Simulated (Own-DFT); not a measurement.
SiC (4H silicon carbide, atoms displaced), GaP (zincblende, strained, atoms displaced) (calculated)

A calculation, not a measurement: plane-wave PBE density functional theory by an unreviewed code, no spin, of a simulated periodic cell, stress positive in tension, free energy of the whole cell less one offset for each atom, forces on such cells passed a denser k mesh, this cell's mesh not checked; offsets are fitted by least squares, one for each functional and potential file, so energies compare only between cells with the same atoms and settings and are not formation energies; the far tail of each file's local potential was reset to the Coulomb form; each entry is a single point on an unrelaxed cell, so the pressure reflects the starting lattice, mostly measured values (interpolated for alloys), from which strain is counted, and rises with the displacements; printed positions are rounded, which can move forces by about a meV/angstrom; the program, named Own-DFT, is a retired in-house code; no spin-orbit coupling. Program: Own-DFT development build.

Settings shared by all entries: functional PBE; potential files PseudoDojo norm-conserving, scalar-relativistic, standard set; wave cutoff 42 hartree; occupations Fermi-Dirac; smearing width 0.1 eV; k mesh 3 x 3 x 3 centred on Gamma.

(1) 
```xyz
128
Lattice="12.3308 0.0000 0.0000 -6.1654 10.6788 0.0000 0.0000 0.0000 10.0681" Properties=species:S:1:pos:R:3:force_x:R:1:force_y:R:1:force_z:R:1 formula=SiC hardware=one_NVIDIA_H200 free_energy_of_cell_above_offsets=-18.926 pressure=3.7 stress_xx=-3.4 stress_yy=-2.92 stress_zz=-4.76 stress_yz=-0.11 stress_xz=0.14 stress_xy=-0.21 wall_time=506.1
Si     6.1037    10.6615     4.1023      0.743      0.713      0.274
Si    -0.0045     1.7795     1.5438     -0.823     -0.399      0.467
C      6.1697    10.6302     0.9482      0.309      1.531      -0.62
C     -0.0192     1.7636     3.4567      0.689      0.221     -0.009
Si    -1.5037     2.6621     4.0957     -0.746     -0.087     -0.485
Si    -1.5165     4.4923     1.6053     -0.127     -0.606     -0.521
C     -1.5699     2.7380     0.9716      1.037     -0.918     -0.944
C     -1.4864     4.4515     3.4647     -1.213     -0.049      0.637
Si    -3.0701     5.3872     4.0850      0.618     -0.906      0.752
Si    -3.0486     7.1022     1.5617     -1.527      -0.13      0.419
C      9.2730     5.2833     0.9778     -0.788      1.158     -0.854
C     -3.0711     7.1058     3.5079      0.548      1.001     -0.916
Si     7.7179     7.9890     4.0631     -0.067      0.796      0.571
Si    -4.5935     9.8293     1.6168     -1.157     -1.305     -0.748
C     -4.6284     8.0386     0.9270      0.343     -0.712      0.327
C     -4.6851     9.8386     3.4930      1.274     -0.959     -0.343
Si     3.0927     0.0295     4.0004     -0.659      -0.29      1.586
Si     3.0397     1.7549     1.5637      0.758      0.774     -0.242
C     -3.0882    10.6686     0.9346      0.649      0.581      0.939
C      3.0815     1.8042     3.4198     -0.215      0.191      0.907
Si     1.5068     2.7207     4.1050      0.213     -1.711      -1.35
Si     1.5010     4.4274     1.5829      0.818      0.474     -0.422
C      1.5221     2.6525     0.9473      0.191      0.318     -0.559
C      1.5521     4.4481     3.4706     -0.443      0.161     -0.278
Si    -0.0066     5.3081     4.1008      0.574      1.411     -0.449
Si     0.0162     7.1261     1.5492     -0.834      0.281      0.302
C      0.0152     5.3491     0.9326      -0.27      -0.01       0.02
C     -0.0303     7.1452     3.4355      0.979     -1.087      0.515
Si    -1.4872     8.0189     4.1209     -1.419     -0.209     -0.693
Si    -1.4976     9.8209     1.6125     -1.142     -1.248     -1.282
C     -1.5989     8.0146     0.9665      1.949      0.504     -0.874
C     -1.5557     9.7622     3.4223      0.457      0.742      1.615
Si     0.0286    10.6591     4.1185     -0.317     -0.033     -0.945
Si     6.1575     1.8298     1.6167       0.17     -1.042     -1.118
C     -0.0083    10.6499     0.9576     -0.113      1.455     -0.453
C      6.1697     1.7583     3.4484     -0.009        0.7      1.198
Si     4.6254     2.6443     4.1210      0.064      0.175     -0.837
Si     4.6006     4.4102     1.5698       0.24      1.566     -0.681
C      4.6063     2.6960     0.9491     -0.123     -1.055     -0.212
C      4.6357     4.4494     3.4063     -0.205     -0.955       1.53
Si     3.0966     5.2870     4.0531     -0.148      1.531       0.87
Si     3.0799     7.0703     1.5490      0.177      2.198      0.845
C      3.0667     5.3869     0.9714      0.046     -2.348     -0.954
C      3.0465     7.1159     3.4500      1.171     -0.874      0.007
Si     1.5549     7.9804     4.0525     -0.741      0.484      0.641
Si     1.5106     9.7985     1.5528      1.277       -0.2      0.543
C      1.5446     8.0107     0.9667     -0.104      -0.08     -1.051
C      1.5529     9.7691     3.4555      0.111      0.317      0.209
Si     3.1239    10.6615     4.1166     -1.586      0.861     -0.592
Si     9.2723     1.7973     1.5822      -0.37     -0.215     -0.739
C      9.2555     0.0100     0.9320     -0.494      0.143     -0.111
C      9.2892     1.7853     3.4042     -0.823      0.179      2.186
Si     7.6884     2.7340     4.1227      0.908     -1.394     -2.479
Si     7.6712     4.4777     1.6390      1.205     -0.678     -1.271
C      7.7137     2.6469     0.9541     -0.454      0.818      0.812
C      7.7209     4.5167     3.5061     -0.029     -1.176     -0.137
Si     6.1543     5.2809     4.0577      -0.09      2.135      1.221
Si     6.1491     7.1309     1.5972      0.622      0.418     -0.584
C      6.1785     5.3520     0.9808     -0.746     -0.263     -0.694
C      6.1930     7.1160     3.4661     -0.897     -0.344      0.199
Si     4.6155     8.0159     4.0576      0.102     -0.422      0.893
Si     4.6117     9.8633     1.5929      0.008     -1.713     -0.425
C      4.6240     8.0068     0.9638      -0.49      0.322     -0.296
C      4.5913     9.8096     3.4800      0.628     -0.763     -0.482
Si     0.0079     0.0063     9.0691     -0.742     -0.243      1.354
Si     6.1947     8.9303     6.6334     -0.329     -1.536     -0.445
C      6.1266    10.6244     5.9820      0.878      1.567       0.12
C      6.1194     8.9163     8.5151      0.976     -0.557     -0.423
Si     7.7074     7.9443     9.0689     -0.877       1.94      1.598
Si     7.6886     6.2109     6.6277      0.327      0.949     -0.896
C     -4.5980     8.0023     5.9492     -0.063      0.221      0.768
C      7.6612     6.2370     8.4789      1.293     -1.036      0.234
Si    -3.0571     5.3294     9.0560     -0.621       0.33      1.732
Si     9.2127     3.5262     6.5872      0.958     -0.003      0.188
C     -3.0757     5.3309     6.0184     -0.657     -0.479     -0.805
C      9.2774     3.5730     8.4979     -0.945     -0.716     -0.508
Si    -1.5396     2.6676     9.1090     -0.048      0.395      0.856
Si    10.7645     0.8540     6.6092      0.612      0.121      0.387
C     10.7961     2.5998     5.9670     -0.241      1.232      0.424
C     10.7654     0.9084     8.5292      0.386     -0.624     -0.742
Si     3.1109    10.6166     9.1039     -0.876      1.661      0.782
Si     3.0915     8.8956     6.6460     -0.243     -0.494     -0.912
C      3.0886    10.6600     5.9875     -0.605      0.255      0.212
C      3.0731     8.8897     8.5246     -0.477       -0.8     -0.403
Si     4.6023     8.0054     9.1094      0.559     -0.095      0.792
Si     4.5857     6.2013     6.6022      0.711      1.453      -0.01
C      4.6483     8.0130     6.0081     -0.512     -0.219     -0.624
C      4.6525     6.2183     8.4669     -0.451      0.329       0.83
Si     6.1834     5.3563     9.1231     -0.437     -0.704      0.616
Si     6.1516     3.5710     6.5901      0.783      0.411      0.735
C      6.1428     5.3877     6.0302      0.037     -1.601     -1.589
C      6.1857     3.5542     8.5092     -0.014      0.263     -0.187
Si     7.6918     2.6374     9.1753      0.702      0.768     -0.725
Si     7.6989     0.9150     6.5909     -0.268     -1.136      0.176
C      7.6851     2.6478     5.9000     -0.049      0.775      2.188
C      7.7005     0.9080     8.5019      0.024     -0.809     -0.069
Si     6.1254     0.0016     9.1360      0.762      0.416     -0.383
Si    -0.0522     8.8073     6.6202      1.478      1.981     -0.529
C     -0.0102    10.6763     5.9458     -0.497     -0.231      1.429
C     -0.0127     8.9298     8.4930      0.127     -0.854      0.169
Si     1.5043     7.9657     9.1064      0.459       1.08      0.767
Si     1.5243     6.2022     6.6377      0.056      0.886     -0.629
C      1.5332     7.9898     5.9661       0.04     -0.147      0.471
C      1.5623     6.2030     8.5228     -0.901      0.411     -0.495
Si     3.1074     5.4002     9.1162      0.018     -1.486      0.604
Si     3.0969     3.5844     6.5900     -0.746     -0.342      0.434
C      3.0613     5.3648     6.0285       0.13     -0.973     -1.572
C      3.0603     3.5575     8.5041       0.67      0.588      -0.06
Si     4.6396     2.7205     9.1417     -0.492     -0.898       -0.5
Si     4.5687     0.9354     6.6377      1.397     -1.035     -1.162
C      4.6511     2.6898     6.0169     -0.901      0.083     -0.862
C      4.5996     0.8717     8.4632      0.045      0.849      1.696
Si     3.0846     0.0275     9.1808     -0.844     -0.872     -1.825
Si    -3.0554     8.9223     6.6251     -1.004      0.051     -0.623
C      3.0850     0.0612     5.9614      0.282     -1.034     -0.491
C     -3.1305     8.8630     8.4979      1.165      1.041      0.068
Si    -1.5213     8.0203     9.1089     -1.084       0.51      1.005
Si    -1.5650     6.2162     6.5738      0.607      0.022      0.975
C     -1.5610     7.9877     5.9976     -0.038      0.081     -0.388
C     -1.5225     6.2688     8.5341     -0.274     -0.575     -1.352
Si    -0.0272     5.3606     9.1115      0.808     -0.783      0.464
Si     0.0069     3.5486     6.6419     -0.465     -0.029     -1.203
C      0.0016     5.3564     5.9531     -0.363     -0.713      0.941
C      0.0219     3.5539     8.4944     -0.621      0.526      0.325
Si     1.5378     2.6829     9.1070      0.026     -0.238      0.377
Si     1.5875     0.8904     6.6336     -1.638      0.175     -1.992
C      1.5156     2.6800     5.9080       0.81     -0.033      2.094
C      1.4831     0.9144     8.4403      1.485     -0.053      1.759
```

Units: free_energy_of_cell_above_offsets in eV; pressure, stress_xx, stress_yy, stress_zz, stress_yz, stress_xz, stress_xy in GPa; wall_time in s; force_x, force_y, force_z in eV/Å.

(2) 
```xyz
64
Lattice="10.8620 0.0000 0.0000 0.0000 10.8620 0.0000 0.0000 0.0000 10.9439" Properties=species:S:1:pos:R:3 formula=GaP hardware=one_NVIDIA_H100
Ga     0.0371    10.7522    10.8385
Ga     0.1395     2.6610     2.7967
Ga     2.7299    10.8564     2.7806
Ga     2.7536     2.5764     0.1647
P      1.2928     1.3787     1.3668
P      1.2741     3.9429     4.0434
P      4.0958     1.2502     4.1816
P      4.0663     3.9920     1.3192
Ga    10.8049     0.0076     5.5418
Ga     0.0089     2.6818     8.2539
Ga     2.7256    10.8060     8.1628
Ga     2.6204     2.5839     5.5591
P      1.4908     1.4286     6.9352
P      1.3262     4.0836     9.5731
P      4.0177     1.3032     9.4825
P      4.0821     4.0538     6.9461
Ga     0.0837     5.4778    10.8521
Ga     0.1115     8.0048     2.6692
Ga     2.6675     5.5600     2.7765
Ga     2.7777     8.2215     0.0183
P      1.4231     6.7884     1.3974
P      1.3709     9.5385     4.2206
P      4.0698     6.8582     4.0563
P      4.1657     9.5071     1.2945
Ga     0.0467     5.4540     5.6151
Ga    10.8612     8.2362     8.1373
Ga     2.7267     5.2840     8.1943
Ga     2.6906     8.1713     5.3848
P      1.4120     6.8446     6.8971
P      1.4136     9.6135     9.6032
P      4.0634     6.6920     9.5841
P      4.0132     9.4416     6.9363
Ga     5.5480    10.8239     0.0942
Ga     5.4261     2.7162     2.7063
Ga     8.2257    10.8227     2.7195
Ga     8.1666     2.6682    10.8678
P      6.8467     1.2831     1.2653
P      6.7498     4.1320     4.1147
P      9.4475     1.3390     3.8949
P      9.5317     4.0462     1.3352
Ga     5.3930    10.6936     5.5706
Ga     5.4283     2.8167     8.3189
Ga     8.2327     0.0823     8.2640
Ga     8.1532     2.7240     5.5098
P      6.8286     1.4375     6.7804
P      6.8752     4.0346     9.5740
P      9.4351     1.3999     9.5585
P      9.6498     4.0877     6.8249
Ga     5.4995     5.4849    10.7772
Ga     5.5438     8.2128     2.7124
Ga     8.2336     5.4131     2.7135
Ga     8.0457     8.2651     0.0464
P      6.8671     6.8971     1.3169
P      6.7637     9.5147     4.0867
P      9.5019     6.7405     4.0386
P      9.4195     9.5061     1.3002
Ga     5.4000     5.3487     5.5558
Ga     5.5242     8.1156     8.2975
Ga     8.1548     5.3926     8.3150
Ga     8.1223     8.0853     5.4865
P      6.7279     6.7660     6.8773
P      6.6394     9.5862     9.5107
P      9.4907     6.7278     9.6367
P      9.6009     9.4943     6.7824
```

**Q.** What stress zz does the calculation give for GaP (zincblende, strained, atoms displaced) (entry 2)?
**A.** -3.9 GPa

Further results for GaP (zincblende, strained, atoms displaced) (entry 2):

```
free energy of cell above offsets : -30.146 eV
pressure                          : 4.34 GPa
stress xx                         : -4.55 GPa
stress yy                         : -4.56 GPa
stress yz                         : -0.75 GPa
stress xz                         : 0.4 GPa
stress xy                         : -0.96 GPa
wall time                         : 570.4 s
```

Force:
```tsv
element	x (eV/Å)	y (eV/Å)	z (eV/Å)
Ga	-1.5	1.699	1.497
Ga	-2.437	-0.47	-1.669
Ga	-0.108	-0.142	-0.487
Ga	-0.092	0.431	-1.941
P	0.251	-1.837	-0.07
P	2.104	2.526	2.389
P	0.16	0.772	-0.145
P	0.535	1.695	0.492
Ga	0.85	1.534	-1.147
Ga	0.107	0.4	-0.168
Ga	0.116	0.572	0.282
Ga	1.949	1.823	-2.076
P	-2.743	-1.886	0.736
P	0.832	-1.037	0.559
P	0.955	0.408	1.502
P	-0.168	-0.755	-1.558
Ga	-0.474	-0.363	1.137
Ga	-1.431	1.841	1.172
Ga	0.785	-2.092	0.211
Ga	-0.075	-0.778	-0.339
P	0.121	0.022	-1.977
P	-0.911	0.1	-1.627
P	0.776	-0.427	0.573
P	-0.682	0.181	1.383
Ga	0.379	0.448	-1.674
Ga	0.359	-1.036	1.474
Ga	-0.662	1.351	0.497
Ga	0.599	-0.488	1.061
P	0.409	-0.393	-0.255
P	0.286	-1.952	-1.031
P	-0.668	1.18	-0.657
P	0.715	-1.07	-0.604
Ga	-1.64	0.626	-1.457
Ga	0.152	-0.532	0.355
Ga	-1.4	-0.416	-0.578
Ga	-0.067	0.67	1.442
P	0.407	1.191	1.588
P	0.535	-0.469	-0.314
P	1.037	0.832	2.646
P	0.565	-0.202	-0.125
Ga	0.357	1.075	-0.056
Ga	0.072	-1.424	-0.577
Ga	-1.324	-0.99	-1.544
Ga	0.714	0.605	-1.197
P	-0.883	-1.107	1.185
P	-0.594	0.222	0.403
P	2.039	-0.597	0.314
P	-1.746	-0.753	0.831
Ga	0.304	-0.699	1.882
Ga	-0.88	-0.751	-0.368
Ga	-0.911	-0.223	-0.493
Ga	0.418	-0.19	-1.915
P	-0.945	-1.803	0.719
P	0.958	0.161	0.733
P	0.763	0.412	1.171
P	2.015	-0.307	0.446
Ga	-0.419	0.796	-0.648
Ga	-1.632	-0.593	-0.638
Ga	0.649	0.283	-1.457
Ga	0.147	0.117	-0.464
P	0.937	-0.288	0.068
P	2.314	0.076	0.284
P	-0.143	1.978	-0.498
P	-2.135	0.041	0.722
```
